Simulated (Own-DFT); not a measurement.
# What a defect does to the pressure of its cell: zincblende GaAs

Everything here is calculated. The program is Own-DFT (plane waves, in-house, since retired, never reviewed by a person); positions were held fixed, and spin and spin-orbit coupling were off.

All runs used: PBE; PseudoDojo norm-conserving scalar-relativistic files; cutoff 42 hartree; 3 x 3 x 3 k mesh centred on Gamma; Fermi-Dirac smearing of 0.1 eV.

Limits (not all hold for every row): not probed for a lower state with spin; forces not confirmed at this smearing and k mesh; stress not checked against mesh or cutoff.

All runs share one cell, with vectors in Å (11.737, 0.000, 0.000); (0.000, 11.737, 0.000); (0.000, 0.000, 10.833) and a volume of 1492.4 Å³, strained against the parent crystal. u is the rms random offset of the atoms per axis. The defect's site can differ from row to row.

```
                             cell     formula   u (Å)  P (GPa)
                        no defect    As32Ga32  0.0293     1.23
                        no defect    As32Ga32  0.0310     1.27
                        no defect    As32Ga32  0.0509     1.66
              one Al on a Ga site  AlAs32Ga31  0.0278     1.20
              one Al on a Ga site  AlAs32Ga31  0.0317     1.27
              one Al on a Ga site  AlAs32Ga31  0.0494     1.53
one As vacancy and one Ga vacancy    As31Ga31  0.0287     0.89
one As vacancy and one Ga vacancy    As31Ga31  0.0318     1.00
one As vacancy and one Ga vacancy    As31Ga31  0.0493        ?
one As vacancy and one Ga vacancy    As31Ga31  0.0536     1.25
```

## Fit

P = P0 + c u² + a shift for each defect gives P0 = 1.10 GPa, c = 193 ± 20 GPa/Å² and a scatter of 0.05 GPa. The shifts, and each times the cell's volume:

- one Al on a Ga site: -0.04 ± 0.04 GPa, -0.4 eV (not resolved)
- one As vacancy and one Ga vacancy: -0.36 ± 0.04 GPa, -3.4 eV

A positive shift means that the defect pushes the cell outwards. Shift times volume (160.2 GPa Å³ is 1 eV) depends little on the cell's size, so, taken for each site, it can be compared between cells at like pressure. The atoms around the defects weren't relaxed, which would change these numbers.

## Prediction

Question: what pressure belongs in the blank (one As vacancy and one Ga vacancy, u = 0.0493 Å)?

From the fit: 1.21 ± 0.06 GPa. DFT gave 1.18 GPa.
